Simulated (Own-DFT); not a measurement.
SiC (4H silicon carbide, atoms displaced), SiC (4H silicon carbide, strained, atoms displaced), GaP (zincblende, strained, atoms displaced) (calculated)

A calculation, not a measurement: plane-wave PBE density functional theory by an unreviewed code, no spin, of a simulated periodic cell, stress positive in tension, free energy of the whole cell less one offset for each atom, forces on such cells passed a denser k mesh, this cell's mesh not checked; offsets are fitted by least squares, one for each functional and potential file, so energies compare only between cells with the same atoms and settings and are not formation energies; the far tail of each file's local potential was reset to the Coulomb form; each entry is a single point on an unrelaxed cell, so the pressure reflects the starting lattice, mostly measured values (interpolated for alloys), from which strain is counted, and rises with the displacements; printed positions are rounded, which can move forces by about a meV/angstrom; the program, named Own-DFT, is a retired in-house code; no spin-orbit coupling. Program: Own-DFT development build.

Common to all runs: functional PBE; potential files PseudoDojo norm-conserving, scalar-relativistic, standard set; wave cutoff 42 hartree; occupations Fermi-Dirac; smearing width 0.1 eV.

```yaml
- entry: 1
  formula: SiC
  kind: "4H silicon carbide, atoms displaced"
  structure:
    cell_angstrom: [[12.3308, 0.0, 0.0], [-6.1654, 10.6788, 0.0], [0.0, 0.0, 10.0681]]
    atoms_fractional:
      - [Si, 0.99285, 0.99628, 0.40796]
      - [Si, 0.08621, 0.17063, 0.15703]
      - [C, 0.0019, 0.99821, 0.09721]
      - [C, 0.0816, 0.16494, 0.34489]
      - [Si, 0.99847, 0.25055, 0.39895]
      - [Si, 0.08102, 0.41341, 0.15634]
      - [C, 0.00251, 0.2551, 0.09362]
      - [C, 0.08059, 0.4155, 0.34186]
      - [Si, 0.00529, 0.50306, 0.40841]
      - [Si, 0.08486, 0.6673, 0.1578]
      - [C, 0.99902, 0.49794, 0.09755]
      - [C, 0.07997, 0.6659, 0.34513]
      - [Si, 0.99517, 0.74551, 0.40746]
      - [Si, 0.07872, 0.91458, 0.15861]
      - [C, 0.00062, 0.75174, 0.09618]
      - [C, 0.08436, 0.91714, 0.3439]
      - [Si, 0.24505, 0.99438, 0.40268]
      - [Si, 0.33084, 0.16772, 0.15624]
      - [C, 0.24695, 0.99053, 0.08834]
      - [C, 0.33408, 0.16291, 0.33912]
      - [Si, 0.25591, 0.25167, 0.41189]
      - [Si, 0.3337, 0.41415, 0.15598]
      - [C, 0.24754, 0.246, 0.0935]
      - [C, 0.33585, 0.41815, 0.34444]
      - [Si, 0.24589, 0.49563, 0.407]
      - [Si, 0.33573, 0.66391, 0.15728]
      - [C, 0.25506, 0.50356, 0.09397]
      - [C, 0.33739, 0.66737, 0.34277]
      - [Si, 0.25208, 0.75131, 0.406]
      - [Si, 0.32717, 0.9119, 0.1525]
      - [C, 0.24941, 0.75317, 0.09497]
      - [C, 0.33235, 0.91188, 0.34367]
      - [Si, 0.50214, 0.99896, 0.4031]
      - [Si, 0.58174, 0.16496, 0.15579]
      - [C, 0.49458, 0.99659, 0.09447]
      - [C, 0.58111, 0.16543, 0.35015]
      - [Si, 0.50092, 0.24981, 0.40844]
      - [Si, 0.58345, 0.41598, 0.15788]
      - [C, 0.49957, 0.25381, 0.0981]
      - [C, 0.58427, 0.4141, 0.33702]
      - [Si, 0.50083, 0.50179, 0.40449]
      - [Si, 0.58274, 0.66963, 0.15704]
      - [C, 0.50363, 0.50597, 0.09206]
      - [C, 0.57993, 0.66404, 0.3478]
      - [Si, 0.50379, 0.75967, 0.4066]
      - [Si, 0.5818, 0.91782, 0.15994]
      - [C, 0.5053, 0.75192, 0.09216]
      - [C, 0.58338, 0.91736, 0.34586]
      - [Si, 0.75273, 0.00243, 0.40877]
      - [Si, 0.83626, 0.16448, 0.15078]
      - [C, 0.75454, 0.99949, 0.08946]
      - [C, 0.8302, 0.16322, 0.34375]
      - [Si, 0.7529, 0.25269, 0.4082]
      - [Si, 0.83348, 0.41315, 0.1558]
      - [C, 0.74841, 0.25317, 0.10066]
      - [C, 0.83223, 0.41622, 0.33752]
      - [Si, 0.74836, 0.49756, 0.40658]
      - [Si, 0.83114, 0.66867, 0.15304]
      - [C, 0.74954, 0.50092, 0.09007]
      - [C, 0.8361, 0.66397, 0.34702]
      - [Si, 0.75102, 0.75083, 0.40355]
      - [Si, 0.8331, 0.91557, 0.15061]
      - [C, 0.74886, 0.7515, 0.09064]
      - [C, 0.83599, 0.91995, 0.34864]
      - [Si, 0.99959, 0.99934, 0.90896]
      - [Si, 0.91675, 0.8316, 0.66066]
      - [C, 0.99685, 0.99507, 0.5918]
      - [C, 0.91507, 0.829, 0.84312]
      - [Si, 0.00048, 0.74919, 0.90483]
      - [Si, 0.91818, 0.58525, 0.65856]
      - [C, 0.99587, 0.74537, 0.59348]
      - [C, 0.91511, 0.58073, 0.84288]
      - [Si, 0.99871, 0.49821, 0.90897]
      - [Si, 0.9154, 0.33295, 0.65689]
      - [C, 0.99793, 0.50093, 0.59246]
      - [C, 0.91711, 0.33684, 0.84877]
      - [Si, 0.00161, 0.25285, 0.90384]
      - [Si, 0.91415, 0.08099, 0.65656]
      - [C, 0.99921, 0.24841, 0.59286]
      - [C, 0.91713, 0.08554, 0.84567]
      - [Si, 0.74622, 0.99943, 0.90152]
      - [Si, 0.6658, 0.83673, 0.65894]
      - [C, 0.75398, 0.99988, 0.5899]
      - [C, 0.66671, 0.83792, 0.84123]
      - [Si, 0.75329, 0.7518, 0.90504]
      - [Si, 0.66646, 0.58455, 0.65521]
      - [C, 0.7492, 0.74616, 0.58793]
      - [C, 0.67236, 0.58761, 0.85063]
      - [Si, 0.75207, 0.4987, 0.90203]
      - [Si, 0.66641, 0.33566, 0.65506]
      - [C, 0.74664, 0.49758, 0.59067]
      - [C, 0.67123, 0.33539, 0.84573]
      - [Si, 0.75301, 0.25464, 0.9053]
      - [Si, 0.66429, 0.07967, 0.66239]
      - [C, 0.74573, 0.24636, 0.59137]
      - [C, 0.66586, 0.08115, 0.84084]
      - [Si, 0.49924, 0.0033, 0.90512]
      - [Si, 0.4215, 0.83238, 0.65339]
      - [C, 0.49956, 0.00119, 0.59393]
      - [C, 0.42268, 0.83639, 0.84296]
      - [Si, 0.49726, 0.75051, 0.91049]
      - [Si, 0.42332, 0.58765, 0.65382]
      - [C, 0.50245, 0.74608, 0.59304]
      - [C, 0.41622, 0.58292, 0.84353]
      - [Si, 0.49668, 0.49798, 0.90507]
      - [Si, 0.42281, 0.33464, 0.65789]
      - [C, 0.49617, 0.49562, 0.59614]
      - [C, 0.41304, 0.3304, 0.84575]
      - [Si, 0.49501, 0.24662, 0.90955]
      - [Si, 0.41624, 0.08615, 0.6563]
      - [C, 0.50164, 0.2468, 0.59951]
      - [C, 0.41738, 0.0838, 0.8427]
      - [Si, 0.25349, 0.0041, 0.90994]
      - [Si, 0.16641, 0.83544, 0.66072]
      - [C, 0.2462, 0.99582, 0.5933]
      - [C, 0.17017, 0.83359, 0.84642]
      - [Si, 0.24748, 0.75317, 0.91223]
      - [Si, 0.16714, 0.58755, 0.65804]
      - [C, 0.25364, 0.75012, 0.59341]
      - [C, 0.1636, 0.57578, 0.84181]
      - [Si, 0.25302, 0.50096, 0.90612]
      - [Si, 0.17006, 0.33244, 0.66023]
      - [C, 0.25522, 0.50056, 0.59697]
      - [C, 0.16464, 0.3258, 0.84617]
      - [Si, 0.25379, 0.24772, 0.90618]
      - [Si, 0.1662, 0.08498, 0.65848]
      - [C, 0.25124, 0.25043, 0.59209]
      - [C, 0.16781, 0.08366, 0.84181]
  settings:
    hardware: "one NVIDIA H200"
    k_mesh: "3 x 3 x 3 centred on Gamma"
  results:
    "free_energy_of_cell_above_offsets [eV]": "-18.234"
    "pressure [GPa]": 3.88
    "stress_xx [GPa]": -2.46
    "stress_yy [GPa]": -4.17
    "stress_zz [GPa]": -4.99
    "stress_yz [GPa]": 0.45
    "stress_xz [GPa]": -0.32
    "stress_xy [GPa]": 0.12
    force_element: [Si, Si, C, C, Si, Si, C, C, Si, Si, C, C, Si, Si, C, C, Si, Si, C, C, Si, Si, C, C, Si, Si, C, C, Si, Si, C, C, Si, Si, C, C, Si, Si, C, C, Si, Si, C, C, Si, Si, C, C, Si, Si, C, C, Si, Si, C, C, Si, Si, C, C, Si, Si, C, C, Si, Si, C, C, Si, Si, C, C, Si, Si, C, C, Si, Si, C, C, Si, Si, C, C, Si, Si, C, C, Si, Si, C, C, Si, Si, C, C, Si, Si, C, C, Si, Si, C, C, Si, Si, C, C, Si, Si, C, C, Si, Si, C, C, Si, Si, C, C, Si, Si, C, C, Si, Si, C, C]
    "force_x [eV/angstrom]": [2.24, -0.527, -0.965, 0.54, 0.313, 0.463, 0.46, 0.569, -1.613, -0.843, 0.293, 1.23, 0.962, 1.384, -0.193, -1.292, 1.061, 1.108, -1.328, -0.466, -0.921, 0.253, 0.224, -0.36, 0.907, -0.479, -0.674, -0.748, -0.245, 0.915, 0.981, -0.235, -1.434, -0.561, 0.587, 0.799, -0.233, 0.027, 0.074, -0.751, 0.395, 0.824, -0.245, 0.398, 0.526, 0.8, -1.433, 0.854, -0.157, -1.2, -1.606, 0.251, -0.524, -1.114, 1.059, 0.681, 0.413, 0.956, 0.535, -1.962, 0.097, 0.37, 0.099, -1.397, 0.119, -0.564, 0.104, 0.376, 0.234, -0.525, 0.608, 0.768, 0.26, 0.042, 0.715, 0.478, -0.154, 1.003, 0.157, -0.121, 1.098, 1.479, -1.617, 0.49, -1.277, 0.167, -0.456, -1.065, -0.834, 1.102, 0.344, -1.52, -0.17, 0.089, 0.587, -0.579, 0.914, -0.982, 0.433, -1.573, 1.061, -0.957, -0.519, 0.361, 1.061, -1.3, 1.089, 1.214, 1.265, 0.166, -0.972, -0.456, -0.396, 0.634, 0.086, -1.403, 1.987, 0.812, -0.678, -0.383, -0.487, -0.897, -1.169, 0.557, -1.855, 0.118, 0.802, -0.015]
    "force_y [eV/angstrom]": [1.215, -1.175, 0.934, 0.549, -0.757, 1.88, -1.439, 0.338, -0.735, -0.432, 0.546, 0.433, 1.168, 0.048, -0.766, -0.977, 0.802, -1.222, 2.146, 0.345, -0.73, 0.841, 0.943, -0.75, 0.914, 1.266, -1.493, -0.255, -1.069, 1.039, -2.009, 1.08, 0.552, 0.29, 0.713, 0.156, -0.416, 1.227, -1.425, 0.479, -0.939, -0.612, -1.468, 1.748, -2.965, 0.062, 0.314, 0.941, -0.374, 0.472, 0.114, 0.802, -0.633, 1.77, -2.01, 0.221, 0.022, -0.897, -0.282, 0.172, -0.505, 0.367, 0.031, -1.433, 0.098, -0.417, 0.787, 1.286, -0.135, -1.105, 1.226, 0.724, 0.809, -0.098, -0.123, -0.907, -0.478, 0.638, 0.446, -0.608, 0.408, -0.909, -0.139, -1.381, 0.018, -0.317, 1.124, -1.267, 0.539, -0.72, 0.559, -0.79, -1.199, 0.67, 0.641, 1.295, -0.941, 0.209, -0.616, -0.411, 0.055, -1.696, 1.945, 0.595, 0.944, -0.954, 0.978, 0.717, 1.215, -1.853, 1.252, 0.242, -1.138, -1.09, 1.335, 0.555, -1.28, -1.201, 0.466, 1.659, -0.922, 0.22, 0.025, 1.489, -0.292, -0.768, -0.134, -0.445]
    "force_z [eV/angstrom]": [-0.196, 0.336, -0.843, 0.101, 1.561, -0.138, -0.579, 0.333, -0.784, 0.149, -0.745, 0.088, -0.046, -0.207, -0.797, 0.242, 0.679, -0.167, 1.582, 1.664, -1.837, 0.01, -0.352, -0.072, 0.281, -0.096, -0.121, 0.593, 0.021, 1.472, 0.012, -0.488, 1.075, 1.073, -0.294, -1.156, -0.466, -1.568, -1.03, 2.381, 0.418, 0.256, 0.383, -0.929, 0.203, -1.148, 0.917, -0.403, -0.76, 1.058, 0.218, -0.678, -0.936, 0.013, -2.004, 2.046, -0.851, 0.599, 0.409, -1.209, 0.223, 1.41, 0.607, -1.878, -0.424, -1.647, 1.182, 0.696, 0.739, -0.791, 0.623, 0.406, 0.055, -0.277, 0.557, -0.986, 0.45, -0.077, -0.004, -0.111, 0.782, -1.26, 1.349, 0.815, -0.07, 0.47, 1.451, -1.74, 1.27, 0.551, 0.759, -0.687, 0.835, -2.541, 1.253, 1.754, 0.179, 0.609, -0.14, 0.438, -1.231, 0.73, -0.419, -0.153, 0.417, -0.032, -0.635, -0.316, -0.022, -0.256, -1.177, 0.428, -1.462, -0.955, -0.024, -0.256, -1.491, -0.615, 0.233, 1.242, -0.229, -0.833, -0.428, 0.159, 0.199, -1.325, 1.305, 1.04]
    "wall_time [s]": 559.2
- entry: 2
  formula: SiC
  kind: "4H silicon carbide, strained, atoms displaced"
  structure:
    cell_angstrom:
      - [9.3298, 0.0802, 0.1458]
      - [-4.5955, 7.9905, -0.169]
      - [0.1587, -0.1208, 10.0665]
    atoms_fractional:
      - [Si, 0.0096, 0.0008, 0.40306]
      - [Si, 0.1148, 0.22445, 0.15678]
      - [C, 0.00153, 0.99874, 0.10617]
      - [C, 0.10214, 0.21642, 0.35239]
      - [Si, 0.99134, 0.33565, 0.40682]
      - [Si, 0.11454, 0.56847, 0.15006]
      - [C, 0.9887, 0.32381, 0.08911]
      - [C, 0.10357, 0.55254, 0.34471]
      - [Si, 0.98909, 0.64824, 0.39835]
      - [Si, 0.09959, 0.88482, 0.1524]
      - [C, 0.99296, 0.65862, 0.08886]
      - [C, 0.10714, 0.88479, 0.34162]
      - [Si, 0.34444, 0.00568, 0.40895]
      - [Si, 0.44686, 0.23292, 0.15537]
      - [C, 0.33666, 0.9988, 0.08638]
      - [C, 0.44972, 0.2321, 0.34882]
      - [Si, 0.3348, 0.32977, 0.40205]
      - [Si, 0.44229, 0.55853, 0.15588]
      - [C, 0.33622, 0.32964, 0.09678]
      - [C, 0.44014, 0.55294, 0.34461]
      - [Si, 0.33686, 0.6747, 0.40428]
      - [Si, 0.44641, 0.89115, 0.15245]
      - [C, 0.32432, 0.66279, 0.09321]
      - [C, 0.43167, 0.8928, 0.34559]
      - [Si, 0.65826, 0.00209, 0.40991]
      - [Si, 0.78501, 0.22593, 0.15686]
      - [C, 0.66471, 0.9945, 0.09294]
      - [C, 0.77503, 0.21952, 0.34327]
      - [Si, 0.66764, 0.33269, 0.40658]
      - [Si, 0.77353, 0.56887, 0.14406]
      - [C, 0.66, 0.33484, 0.09475]
      - [C, 0.77413, 0.54427, 0.34314]
      - [Si, 0.66817, 0.6619, 0.41232]
      - [Si, 0.76905, 0.8888, 0.157]
      - [C, 0.65941, 0.66562, 0.09568]
      - [C, 0.7705, 0.88705, 0.34385]
      - [Si, 0.99872, 0.99745, 0.9073]
      - [Si, 0.89075, 0.77541, 0.66083]
      - [C, 0.99343, 0.99925, 0.58598]
      - [C, 0.89126, 0.7785, 0.84095]
      - [Si, 0.00409, 0.65955, 0.91198]
      - [Si, 0.88791, 0.43474, 0.65632]
      - [C, 8.0e-05, 0.67539, 0.60412]
      - [C, 0.88842, 0.4421, 0.84492]
      - [Si, 0.99833, 0.33286, 0.90364]
      - [Si, 0.88273, 0.10814, 0.6537]
      - [C, 0.99535, 0.32482, 0.5922]
      - [C, 0.89322, 0.11207, 0.83956]
      - [Si, 0.66703, 0.00158, 0.90879]
      - [Si, 0.55186, 0.78193, 0.65626]
      - [C, 0.66587, 0.99645, 0.59201]
      - [C, 0.55216, 0.78541, 0.84452]
      - [Si, 0.66459, 0.65934, 0.90941]
      - [Si, 0.55116, 0.43964, 0.64916]
      - [C, 0.67241, 0.66099, 0.59381]
      - [C, 0.55563, 0.44543, 0.83988]
      - [Si, 0.6628, 0.3441, 0.90327]
      - [Si, 0.56427, 0.11134, 0.64263]
      - [C, 0.66156, 0.33514, 0.59846]
      - [C, 0.55826, 0.11665, 0.84559]
      - [Si, 0.33561, 0.99902, 0.89947]
      - [Si, 0.23133, 0.7822, 0.65831]
      - [C, 0.33812, 0.99904, 0.59878]
      - [C, 0.22361, 0.77369, 0.84606]
      - [Si, 0.33807, 0.66387, 0.90732]
      - [Si, 0.21883, 0.44432, 0.65331]
      - [C, 0.33339, 0.67368, 0.59389]
      - [C, 0.21578, 0.45213, 0.84621]
      - [Si, 0.33739, 0.32984, 0.90102]
      - [Si, 0.22285, 0.10605, 0.64608]
      - [C, 0.34036, 0.33435, 0.60066]
      - [C, 0.22757, 0.10766, 0.84384]
  settings:
    k_mesh: "4 x 4 x 3 centred on Gamma"
  results:
    "free_energy_of_cell_above_offsets [eV]": "-5.847"
    "pressure [GPa]": 2.81
    "stress_xx [GPa]": -2.22
    "stress_yy [GPa]": -2.26
    "stress_zz [GPa]": -3.96
    "stress_yz [GPa]": -3.82
    "stress_xz [GPa]": 5.89
    "stress_xy [GPa]": 5.25
    force_element: [Si, Si, C, C, Si, Si, C, C, Si, Si, C, C, Si, Si, C, C, Si, Si, C, C, Si, Si, C, C, Si, Si, C, C, Si, Si, C, C, Si, Si, C, C, Si, Si, C, C, Si, Si, C, C, Si, Si, C, C, Si, Si, C, C, Si, Si, C, C, Si, Si, C, C, Si, Si, C, C, Si, Si, C, C, Si, Si, C, C]
    "force_x [eV/angstrom]": [-2.723, -0.82, -2.127, 1.148, 1.585, -0.672, 2.359, 2.512, -1.489, 3.067, -0.633, 1.581, -4.498, 1.318, -1.049, 1.197, -2.462, -0.446, -1.862, 0.487, -0.853, -1.271, 1.982, 4.301, 1.526, -2.582, -0.308, -0.105, -0.588, 1.907, 1.247, -0.693, -0.562, 1.478, -0.596, 0.415, 0.614, -1.554, 1.42, -0.239, -0.769, -1.412, 2.952, -0.529, -0.407, 1.252, 0.007, -0.554, -0.299, 1.339, 0.371, 1.601, -0.556, 0.091, -1.72, -0.88, 2.041, -2.218, 2.699, 0.554, 0.563, -2.682, 0.525, 0.174, -1.596, 0.42, 1.401, 2.018, -1.404, -1.325, -2.073, -1.595]
    "force_y [eV/angstrom]": [-1.129, -0.25, 0.212, 1.85, -1.03, -3.302, 2.043, -0.16, 3.749, 0.322, 1.482, -0.691, 0.65, -2.616, 0.349, -1.95, 1.056, -1.11, 1.498, 0.6, -1.283, 0.13, 1.024, -1.218, -1.065, -0.886, 1.194, -0.002, 0.136, -3.337, 1.056, 1.505, 0.778, 0.269, 1.052, -0.298, 0.612, 1.118, -0.422, -0.935, 1.162, 2.446, -2.576, -0.299, -0.354, -0.308, 0.952, -0.675, 1.17, -1.411, 0.179, -1.41, 2.143, 1.745, 0.721, 0.331, -2.156, 0.665, -1.039, -0.207, -0.006, -0.645, 0.319, 0.093, 1.348, 0.173, -1.487, -1.866, 0.149, 0.543, -0.669, -0.03]
    "force_z [eV/angstrom]": [0.052, 0.752, -2.707, -1.577, -0.313, 1.486, 0.502, -1.156, 2.531, 0.887, 1.305, -0.123, 0.257, 0.527, 1.23, -1.03, 1.596, 0.63, -1.29, 0.077, 0.417, 0.234, 0.165, -1.554, -1.731, -0.4, 0.352, 0.479, 0.111, 2.696, -0.667, -1.107, -1.56, 0.93, -1.051, 0.475, 0.149, -1.199, 1.442, 2.518, -3.255, 0.694, -2.385, -0.028, 0.227, 0.084, -0.107, 0.715, -0.923, 0.148, -0.185, 0.092, -1.599, 1.757, 0.912, -0.089, 0.712, 3.661, -1.844, -1.194, 0.844, 0.644, -1.603, 0.069, -0.39, 0.581, -0.908, -0.774, 0.573, 1.994, -1.914, -0.848]
- entry: 3
  formula: GaP
  kind: "zincblende, strained, atoms displaced"
  structure:
    cell_angstrom: [[10.862, 0.0, 0.0], [0.0, 10.862, 0.0], [0.0, 0.0, 10.9439]]
    atoms_fractional:
      - [Ga, 0.99681, 0.99171, 0.99453]
      - [Ga, 0.01148, 0.24231, 0.24975]
      - [Ga, 0.23811, 0.99448, 0.25632]
      - [Ga, 0.25286, 0.25342, 0.00075]
      - [P, 0.11563, 0.12035, 0.12909]
      - [P, 0.1359, 0.37817, 0.367]
      - [P, 0.3573, 0.1142, 0.39275]
      - [P, 0.38223, 0.37271, 0.12]
      - [Ga, 0.99764, 0.99802, 0.50382]
      - [Ga, 0.99995, 0.24905, 0.74918]
      - [Ga, 0.25678, 0.00249, 0.76136]
      - [Ga, 0.24843, 0.24656, 0.49491]
      - [P, 0.14085, 0.12937, 0.62183]
      - [P, 0.11963, 0.37641, 0.86666]
      - [P, 0.38363, 0.12185, 0.87154]
      - [P, 0.3794, 0.36155, 0.61617]
      - [Ga, 0.99111, 0.49511, 0.00154]
      - [Ga, 0.0069, 0.74827, 0.25793]
      - [Ga, 0.25494, 0.49543, 0.25928]
      - [Ga, 0.24151, 0.75945, 0.99471]
      - [P, 0.13075, 0.62282, 0.12348]
      - [P, 0.11058, 0.88239, 0.3763]
      - [P, 0.38106, 0.62789, 0.371]
      - [P, 0.38817, 0.88046, 0.12479]
      - [Ga, 0.9998, 0.50166, 0.50119]
      - [Ga, 0.99582, 0.75853, 0.76184]
      - [Ga, 0.2431, 0.50287, 0.75755]
      - [Ga, 0.23096, 0.74395, 0.49533]
      - [P, 0.12152, 0.6277, 0.63048]
      - [P, 0.12508, 0.88024, 0.85186]
      - [P, 0.37564, 0.6309, 0.87779]
      - [P, 0.35826, 0.87309, 0.62787]
      - [Ga, 0.50583, 0.99347, 0.99709]
      - [Ga, 0.4881, 0.24169, 0.24007]
      - [Ga, 0.75613, 0.0001, 0.23618]
      - [Ga, 0.75203, 0.24216, 0.00547]
      - [P, 0.62679, 0.12941, 0.12875]
      - [P, 0.61219, 0.37278, 0.37079]
      - [P, 0.86967, 0.11075, 0.36418]
      - [P, 0.86757, 0.38454, 0.12826]
      - [Ga, 0.50069, 0.99353, 0.50125]
      - [Ga, 0.50575, 0.2423, 0.75318]
      - [Ga, 0.74855, 0.99696, 0.75853]
      - [Ga, 0.75505, 0.24778, 0.49449]
      - [P, 0.61769, 0.11638, 0.61914]
      - [P, 0.62945, 0.37558, 0.86701]
      - [P, 0.88383, 0.12332, 0.85692]
      - [P, 0.87836, 0.37737, 0.62454]
      - [Ga, 0.49384, 0.49689, 0.01747]
      - [Ga, 0.48679, 0.74066, 0.25511]
      - [Ga, 0.75145, 0.49996, 0.24173]
      - [Ga, 0.73721, 0.741, 0.0046]
      - [P, 0.62414, 0.62291, 0.12938]
      - [P, 0.63146, 0.86536, 0.36864]
      - [P, 0.87128, 0.6315, 0.38963]
      - [P, 0.87722, 0.87363, 0.11789]
      - [Ga, 0.50762, 0.49809, 0.49902]
      - [Ga, 0.51067, 0.75916, 0.75614]
      - [Ga, 0.76439, 0.49793, 0.75113]
      - [Ga, 0.75239, 0.75211, 0.49367]
      - [P, 0.6194, 0.62168, 0.62696]
      - [P, 0.62809, 0.88334, 0.87414]
      - [P, 0.89094, 0.62642, 0.88643]
      - [P, 0.87396, 0.88071, 0.62205]
  settings:
    hardware: "one NVIDIA H100"
    k_mesh: "3 x 3 x 3 centred on Gamma"
  results:
    "free_energy_of_cell_above_offsets [eV]": "-29.096"
    "pressure [GPa]": 4.31
    "stress_xx [GPa]": -4.34
    "stress_yy [GPa]": -4.89
    "stress_zz [GPa]": -3.68
    "stress_yz [GPa]": 0.39
    "stress_xz [GPa]": 1.35
    "stress_xy [GPa]": -1.27
    force_element: [Ga, Ga, Ga, Ga, P, P, P, P, Ga, Ga, Ga, Ga, P, P, P, P, Ga, Ga, Ga, Ga, P, P, P, P, Ga, Ga, Ga, Ga, P, P, P, P, Ga, Ga, Ga, Ga, P, P, P, P, Ga, Ga, Ga, Ga, P, P, P, P, Ga, Ga, Ga, Ga, P, P, P, P, Ga, Ga, Ga, Ga, P, P, P, P]
    "force_x [eV/angstrom]": [0.493, -1.801, 1.232, -0.637, 1.56, -1.959, 1.934, -2.214, 0.143, 1.041, 0.26, -0.107, -2.092, 0.076, -0.437, -0.286, 1.774, -0.976, 1.081, 0.777, -0.372, 1.016, -2.13, -2.065, 0.55, -0.776, 1.533, 1.134, -0.583, 0.131, 0.212, 1.511, -0.06, -0.027, -1.061, 0.342, -0.392, 1.467, 1.296, 1.527, -0.631, 0.126, 0.415, -0.793, 1.535, -0.125, -1.058, 0.107, 1.548, 2.276, -0.907, 1.281, -0.931, -1.024, 1.142, -0.329, -1.073, -1.607, -0.842, -1.166, 1.479, 0.399, -2.368, -0.569]
    "force_y [eV/angstrom]": [0.653, 1.33, 0.402, -0.647, -0.543, -1.04, -0.573, -0.713, 1.522, 0.28, 0.752, 1.682, -0.816, -0.434, 0.386, 1.361, -0.379, -0.63, 1.236, -0.059, -0.059, -1.192, -1.606, -0.592, -0.063, -0.923, 0.012, 0.622, -0.401, 0.313, -0.382, -0.577, 1.508, -0.449, -1.029, 0.958, -1.082, -0.48, 1.766, -2.397, -1.096, 0.737, 0.923, -0.139, 0.643, -0.105, -0.336, -0.968, 1.385, 1.97, 0.692, 0.863, 0.026, 1.108, -1.662, -1.195, -0.082, -0.781, 0.956, 0.414, 0.752, -1.569, 0.713, -0.963]
    "force_z [eV/angstrom]": [-0.757, 0.786, -0.63, -0.566, -1.867, 1.516, -2.735, 1.362, 0.402, -1.58, -1.845, 0.421, 0.977, 1.682, 1.604, 1.095, 0.687, -0.923, -1.895, 0.16, 0.391, 0.166, 2.397, 0.461, -0.09, -2.14, -1.158, -0.015, 0.111, 3.159, 0.392, -0.457, 0.557, 1.98, 0.175, -1.377, -0.645, -0.727, 1.394, -0.533, -0.328, -1.1, -2.112, -0.061, 0.758, 1.391, 2.527, -0.691, -2.856, -1.652, 2.426, -0.756, 0.321, -0.513, -2.415, 0.297, 0.397, -1.102, 0.212, 2.018, 0.356, 0.927, -1.021, 1.044]
    "wall_time [s]": 563.5
```
